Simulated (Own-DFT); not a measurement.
# Computed records: GaN (wurtzite, strained, atoms displaced)

Computed with Own-DFT development build. A calculation, not a measurement: plane-wave PBE density functional theory by an unreviewed code, no spin, of a simulated periodic cell, stress positive in tension, free energy of the whole cell less one offset for each atom, forces on such cells passed a denser k mesh, this cell's mesh not checked; offsets are fitted by least squares, one for each functional and potential file, so energies compare only between cells with the same atoms and settings and are not formation energies; the far tail of each file's local potential was reset to the Coulomb form; each entry is a single point on an unrelaxed cell, so the pressure reflects the starting lattice, mostly measured values (interpolated for alloys), from which strain is counted, and rises with the displacements; printed positions are rounded, which can move forces by about a meV/angstrom; the program, named Own-DFT, is a retired in-house code; no spin-orbit coupling.

Settings shared by all entries: functional PBE; potential files PseudoDojo norm-conserving, scalar-relativistic, standard set with the stringent files for Ga; wave cutoff 96 hartree; occupations Gaussian; smearing width 0.01 eV; k mesh 3 x 4 x 3 centred on Gamma.

(1) GaN (wurtzite, strained, atoms displaced)

```xyz
96
Lattice="12.7560 0.1913 0.0000 -4.6592 8.2135 0.0000 0.0000 0.0000 10.3700" Properties=species:S:1:pos:R:3 GaN
Ga    -0.0270     1.7569     0.0464
Ga     1.6023     0.9367     2.6270
N      0.1199     1.7207     1.9700
N      1.6737     1.0006     4.5055
Ga     0.0669     1.9499     5.1319
Ga     1.6151     0.9628     7.7410
N      0.0426     1.9181     7.1419
N      1.6513     0.9481     9.8240
Ga    -1.5984     4.5787     0.0900
Ga     0.0721     3.7769     2.5563
N     -1.4996     4.5474     1.8891
N      0.0932     3.6589     4.6361
Ga    -1.4741     4.5791     5.1725
Ga     0.0896     3.6482     7.8537
N     -1.5526     4.5418     7.1854
N      0.0222     3.6324     9.7543
Ga    -3.0689     7.2849     0.0151
Ga    -1.5577     6.4105     2.6028
N     -3.0385     7.2270     1.9174
N     -1.5380     6.4083     4.5769
Ga    -3.0000     7.3830     5.2103
Ga    -1.5070     6.4085     7.7421
N     -3.1514     7.3786     7.1995
N     -1.4467     6.4774     9.7440
Ga     3.1070     1.8099     0.0465
Ga     4.7493     1.0315     2.5856
N      3.1648     1.9269     1.9044
N      4.8143     0.9698     4.6052
Ga     3.2100     1.8627     5.2006
Ga     4.7872     1.0247     7.8259
N      3.3089     1.9416     7.1154
N      4.7278     0.9417     9.6910
Ga     1.6685     4.6054     0.0032
Ga     3.1927     3.7615     2.5096
N      1.6472     4.7286     1.9135
N      3.3490     3.7989     4.5375
Ga     1.6956     4.6917     5.2366
Ga     3.2307     3.7026     7.7852
N      1.6538     4.6520     7.1131
N      3.2991     3.7166     9.7738
Ga     0.1580     7.3728     0.0281
Ga     1.7771     6.5462     2.5817
N      0.1113     7.3388     1.9799
N      1.6968     6.4402     4.4978
Ga     0.0791     7.3739     5.1973
Ga     1.7286     6.4322     7.8205
N      0.1453     7.3715     7.2500
N      1.7971     6.4792     9.7390
Ga     6.4031     1.9728     0.0448
Ga     8.0073     1.0210     2.5181
N      6.4260     1.9515     2.0680
N      7.9349     0.9846     4.5733
Ga     6.4349     1.9425     5.2370
Ga     7.9976     1.0219     7.7938
N      6.4091     1.9214     7.1028
N      7.9776     1.0510     9.6485
Ga     4.8491     4.7742    10.3426
Ga     6.4692     3.7542     2.6020
N      4.7720     4.6575     2.0641
N      6.4056     3.7527     4.5891
Ga     4.9052     4.6942     5.1531
Ga     6.4018     3.8231     7.7438
N      4.7690     4.6973     7.2184
N      6.4251     3.9637     9.6918
Ga     3.2470     7.5422     0.0389
Ga     4.9605     6.4584     2.6172
N      3.3448     7.4938     1.9555
N      4.8779     6.4915     4.5397
Ga     3.3213     7.3597     5.1903
Ga     4.9102     6.3868     7.8916
N      3.3039     7.4269     7.1731
N      4.8994     6.5403     9.6660
Ga     9.5967     2.0233     0.0014
Ga    11.1144     1.0842     2.5988
N      9.4943     1.9659     2.0016
N     11.1671     1.1321     4.5615
Ga     9.5204     1.9482     5.2699
Ga    11.2335     0.9619     7.8296
N      9.5744     2.0259     7.1595
N     11.1748     1.0822     9.7075
Ga     7.9614     4.7257    10.3662
Ga     9.7285     3.8231     2.6288
N      8.0221     4.6583     1.9494
N      9.6325     3.8846     4.5951
Ga     8.0534     4.7834     5.1998
Ga     9.5504     3.7784     7.6904
N      8.0393     4.6910     7.1065
N      9.6295     3.7128     9.7757
Ga     6.5487     7.5181     0.0336
Ga     8.0153     6.6462     2.5951
N      6.3721     7.5317     2.0440
N      8.0199     6.5802     4.5455
Ga     6.4872     7.4567     5.1282
Ga     8.0158     6.5911     7.7728
N      6.4216     7.4949     7.1192
N      8.0744     6.5581     9.6179
```

- free energy of cell above offsets: -4.211 eV
- pressure: 7.13 GPa
- stress xx: -5.68 GPa
- stress yy: -8.03 GPa
- stress zz: -7.69 GPa
- stress yz: -0.25 GPa
- stress xz: -0.35 GPa
- stress xy: 3.58 GPa

Force:
```tsv
element	x (eV/Å)	y (eV/Å)	z (eV/Å)
Ga	1.047	1.071	-0.432
Ga	1.785	-0.906	-0.569
N	-3.098	1.937	-0.148
N	-0.728	-0.737	0.921
Ga	-0.881	-2.96	1.303
Ga	0.471	0.942	1.064
N	-0.195	-1.723	-0.341
N	-2.358	-1.191	-1.919
Ga	0.489	0.179	-3.653
Ga	1.173	-1.409	0.795
N	-0.529	0.407	2.671
N	0.462	2.663	-2.406
Ga	-0.94	-0.296	1.401
Ga	-0.67	1.162	-0.554
N	0.079	0.428	-0.539
N	0.398	0.309	1.006
Ga	0.131	0.121	-1.111
Ga	2.035	-0.356	0.32
N	-2.024	1.26	0.664
N	1	-0.011	-0.58
Ga	-1.978	-0.142	0.371
Ga	0.334	-0.061	0.921
N	0.724	-0.822	-1.153
N	-0.397	-1.304	0.009
Ga	2.409	1.671	-0.807
Ga	0.451	-0.488	0.726
N	0.128	-0.521	1.535
N	-0.189	0.334	-0.972
Ga	1.181	1.697	-0.46
Ga	1.103	-0.576	-0.912
N	-1.873	-0.862	0.225
N	1.118	1.229	1.835
Ga	-0.143	0.163	-0.682
Ga	0.03	-0.289	1.575
N	-0.318	-0.649	0.509
N	-1.763	-1.154	-0.172
Ga	0.567	-0.975	-1.117
Ga	-0.099	0.645	0.556
N	-0.153	-0.631	1.301
N	-0.547	-0.279	-0.295
Ga	-0.234	-0.549	-0.37
Ga	-0.619	-0.198	0.1
N	-0.456	0.649	0.101
N	-0.141	0.758	0.667
Ga	0.941	-0.291	0.573
Ga	0.299	0.863	-0.327
N	-0.93	-0.2	-1.516
N	-0.934	-0.329	0.615
Ga	-0.791	0.368	-0.659
Ga	-0.673	0.544	2.623
N	-1.105	-0.541	-1.848
N	1.101	0.28	-0.696
Ga	-0.726	-0.409	-0.916
Ga	-0.089	0.139	-1.434
N	-0.278	0.672	1.777
N	0.028	1.135	2.142
Ga	-0.905	-0.799	1.235
Ga	-0.684	0.646	0.849
N	1.701	0.326	-1.981
N	1.703	0.355	-0.482
Ga	-0.956	-0.196	1.044
Ga	0.231	-0.959	-0.128
N	0.788	-1.172	-1.712
N	-0.385	-2.569	0.096
Ga	1.094	-1.608	-0.76
Ga	-1.845	0.179	0.108
N	0.072	-1.818	-0.317
N	0.795	0.561	0.039
Ga	-0.773	0.537	0.738
Ga	-0.733	2.682	-2.778
N	0.277	-0.965	-0.352
N	0.15	1.466	3.642
Ga	-0.647	-1.866	0.536
Ga	0.585	1.488	1.018
N	2.071	1.105	-1.085
N	0.333	-0.021	-0.045
Ga	0.356	0.257	-1.202
Ga	-0.506	2.74	-1.344
N	0.426	-2.074	0.359
N	-0.009	-0.131	1.088
Ga	1.9	0.136	0.198
Ga	-1.77	-0.21	0.251
N	0.478	1.49	0.19
N	0.453	-0.808	-0.603
Ga	-0.571	-0.784	-0.67
Ga	1.666	0.957	1.734
N	-1.112	1.38	0.417
N	-0.519	3.157	-1.081
Ga	-1.135	-1.143	-0.287
Ga	0.739	-1.425	0.013
N	1.701	-1.09	-1.869
N	1.631	0.428	-0.295
Ga	-0.988	1.019	0.971
Ga	0.255	-0.548	-1.466
N	0.195	-1.787	-0.454
N	0.311	0.293	2.663
```

(2) GaN (wurtzite, strained, atoms displaced)

```xyz
96
Lattice="12.7560 0.0000 0.1913 -4.7835 8.2853 -0.0718 0.1556 0.0000 10.3700" Properties=species:S:1:pos:R:3 GaN
Ga     0.1220     1.9102    10.3470
Ga     1.6765     0.8628     2.6709
N      0.0123     1.7428     1.9544
N      1.6360     0.9701     4.6218
Ga     0.0247     1.7441     5.1970
Ga     1.6903     0.9158     7.8294
N      0.0736     1.8339     7.2046
N      1.7880     0.9598     9.7859
Ga    -1.5325     4.6663    10.2892
Ga     0.0908     3.6969     2.5239
N     -1.5690     4.5705     1.9145
N      0.1557     3.6658     4.5541
Ga    -1.5148     4.6555     5.2149
Ga     0.0905     3.6409     7.7193
N     -1.4878     4.5409     7.1821
N      0.2467     3.7015     9.6978
Ga    -3.1663     7.3611     0.0244
Ga    -1.5940     6.4894     2.6346
N     -3.2356     7.3229     1.9060
N     -1.5646     6.3536     4.5362
Ga    -3.1420     7.3833     5.0995
Ga    -1.4902     6.4467     7.7204
N     -3.0636     7.3028     7.0979
N     -1.5148     6.5260     9.6625
Ga     3.3646     1.8257    10.3663
Ga     4.8218     0.9275     2.7427
N      3.1516     1.7045     1.9882
N      4.9137     0.9982     4.5946
Ga     3.2517     1.7684     5.2325
Ga     4.9748     1.0103     7.8588
N      3.2549     1.8776     7.1744
N      4.9727     0.9148     9.7883
Ga     1.5472     4.7393     0.0446
Ga     3.2166     3.7432     2.5510
N      1.6996     4.6994     2.0000
N      3.2591     3.6741     4.5969
Ga     1.6289     4.6129     5.1704
Ga     3.3642     3.6502     7.7741
N      1.7767     4.6644     7.1907
N      3.3538     3.7062     9.7456
Ga     0.0396     7.3933     0.0456
Ga     1.6785     6.4854     2.6252
N      0.0678     7.4225     1.9910
N      1.6865     6.4671     4.5719
Ga     0.0913     7.4078     5.0886
Ga     1.6966     6.5470     7.7585
N      0.1390     7.3332     7.1156
N      1.8402     6.4579     9.7395
Ga     6.4001     1.8752     0.1173
Ga     8.0132     0.9543     2.7461
N      6.4173     1.8670     2.1205
N      8.0525     0.9323     4.5992
Ga     6.4911     1.8966     5.2266
Ga     8.0274     0.8810     7.8718
N      6.4651     1.7880     7.2048
N      8.1443     0.9071     9.8374
Ga     4.9291     4.5829    10.4372
Ga     6.4028     3.6356     2.7362
N      4.7630     4.5235     1.9617
N      6.4628     3.7140     4.6525
Ga     4.7988     4.5394     5.2938
Ga     6.5264     3.6652     7.8460
N      4.8460     4.6168     7.1804
N      6.4671     3.5820     9.8243
Ga     3.3478     7.4119    10.3225
Ga     4.8418     6.4354     2.6096
N      3.1947     7.2893     2.0558
N      4.8373     6.4609     4.6178
Ga     3.2360     7.3818     5.2891
Ga     4.8147     6.4719     7.8827
N      3.3216     7.4301     7.1082
N      4.9945     6.4804     9.8161
Ga     9.6048     1.8152    10.5038
Ga    11.2165     0.9483     2.8043
N      9.6041     1.8167     2.0933
N     11.2973     0.9329     4.7275
Ga     9.6292     1.7238     5.3638
Ga    11.2694     0.9996     7.9180
N      9.6536     1.7480     7.2307
N     11.3003     0.8452     9.9495
Ga     7.9239     4.5731     0.1350
Ga     9.6830     3.6462     2.7528
N      8.0228     4.6278     2.0383
N      9.5867     3.6544     4.7715
Ga     8.0669     4.5610     5.2624
Ga     9.6316     3.6531     7.9481
N      8.1296     4.5132     7.2926
N      9.6901     3.7162     9.7571
Ga     6.6097     7.3335    10.4549
Ga     8.0001     6.5375     2.8015
N      6.4957     7.4096     2.0750
N      8.1882     6.5001     4.7501
Ga     6.4503     7.3372     5.2596
Ga     8.0345     6.4369     7.8361
N      6.5345     7.3740     7.2424
N      8.1281     6.3797     9.9038
```

- stress xx: ?
- stress yy: ?
- stress zz: ?

**Q.** What stress xx does the calculation give for GaN (wurtzite, strained, atoms displaced) (entry 2)?
**A.** -8.15 GPa

**Q.** What stress yy does the calculation give for GaN (wurtzite, strained, atoms displaced) (entry 2)?
**A.** -5.77 GPa

**Q.** GaN (wurtzite, strained, atoms displaced) (entry 2): stress zz?
**A.** -6.71 GPa

Further results for GaN (wurtzite, strained, atoms displaced) (entry 2):

- free energy of cell above offsets: -4.783 eV
- pressure: 6.87 GPa
- stress yz: 0.45 GPa
- stress xz: 2.51 GPa
- stress xy: -1.3 GPa

Force:
```tsv
element	x (eV/Å)	y (eV/Å)	z (eV/Å)
Ga	0.267	-1.115	0.437
Ga	-1.8	0.336	-0.519
N	1.269	1.713	-0.036
N	0.761	-1.348	-0.544
Ga	1.164	2.476	0.823
Ga	0.222	-0.525	0.253
N	1.083	-0.25	-1.278
N	-1.088	-0.797	-0.395
Ga	1.142	-0.524	0.081
Ga	-0.248	-0.696	0.709
N	0.832	1.064	-0.337
N	-2.021	-0.467	-0.457
Ga	0.123	-2.638	0.172
Ga	1.604	1.438	0.763
N	-0.314	0.746	-0.8
N	-1.677	0.746	0.343
Ga	-1.353	0.764	-1.157
Ga	0.301	-0.973	-1.353
N	1.96	0.562	0.973
N	0.76	2.639	-0.237
Ga	2.374	1.021	2.035
Ga	0.421	-0.187	0.229
N	-0.482	1.05	-0.519
N	1.924	-0.818	0.668
Ga	-0.128	0.722	0.647
Ga	-0.382	0.69	-1.914
N	1.881	1.946	-0.161
N	-0.7	-0.85	1.129
Ga	0.075	1.654	0.164
Ga	-2.704	-1.918	0.03
N	0.841	-1.412	-0.07
N	0.397	0.07	0.289
Ga	1.16	-2.151	-0.533
Ga	-0.501	-2.151	1.522
N	-1.49	-0.841	-0.769
N	-0.244	-0.508	-0.792
Ga	1.292	0.134	1.209
Ga	-1.746	0.902	1.064
N	-0.889	-0.398	-0.659
N	-0.343	-0.151	0.474
Ga	-0.527	-0.206	-0.7
Ga	-1.262	-0.204	0.739
N	-0.575	-0.988	0.08
N	-0.296	0.076	-0.053
Ga	-0.157	-0.597	1.234
Ga	0.399	-1.876	0.276
N	-0.998	1.469	-0.599
N	-1.429	1.311	-0.573
Ga	-0.573	-1.449	0.741
Ga	0.078	-1.081	-1.283
N	-0.042	-0.924	-1.022
N	-0.184	-0.347	1.692
Ga	0.155	-0.482	0.612
Ga	0.833	1.095	0.283
N	1.534	1.494	-0.841
N	-1.405	0.433	-0.686
Ga	-0.331	0.263	-0.822
Ga	0.363	1.675	-0.934
N	2.02	1.159	0.784
N	-0.43	0.201	0.167
Ga	0.297	1.177	-0.987
Ga	-0.879	0.168	0.279
N	1.773	0.304	0.772
N	0.882	1.774	-0.708
Ga	0.893	-1.072	2.15
Ga	0.087	-0.053	0.494
N	1.796	2.213	-1.731
N	0.328	-0.503	-0.171
Ga	0.393	-0.233	-2.539
Ga	1.573	-0.261	-0.547
N	-0.309	-0.8	2.018
N	-0.742	-0.608	-0.058
Ga	2.714	0.746	0.264
Ga	-0.593	-0.368	-0.76
N	-0.077	0.205	-0.052
N	-1.839	-1.078	-0.223
Ga	0.258	1.356	-0.98
Ga	-0.741	-1.911	1.462
N	-0.356	0.858	1.289
N	-0.233	1.829	-0.957
Ga	0.051	-0.002	-0.278
Ga	-1.532	0.276	0.399
N	-0.217	-0.428	1.558
N	1.943	-0.797	-1.08
Ga	-0.32	1.098	1.043
Ga	1.031	-0.733	-1.877
N	-1.329	1.329	-1.189
N	-0.144	-1.081	2.892
Ga	-0.354	0.33	0.56
Ga	-0.335	-2.037	-0.434
N	-1.555	-0.541	-0.003
N	-3.672	-2.008	-1.317
Ga	0.061	-0.162	0.568
Ga	1.103	-0.677	1.264
N	-1.481	0.226	-0.476
N	0.611	0.483	-1.225
```
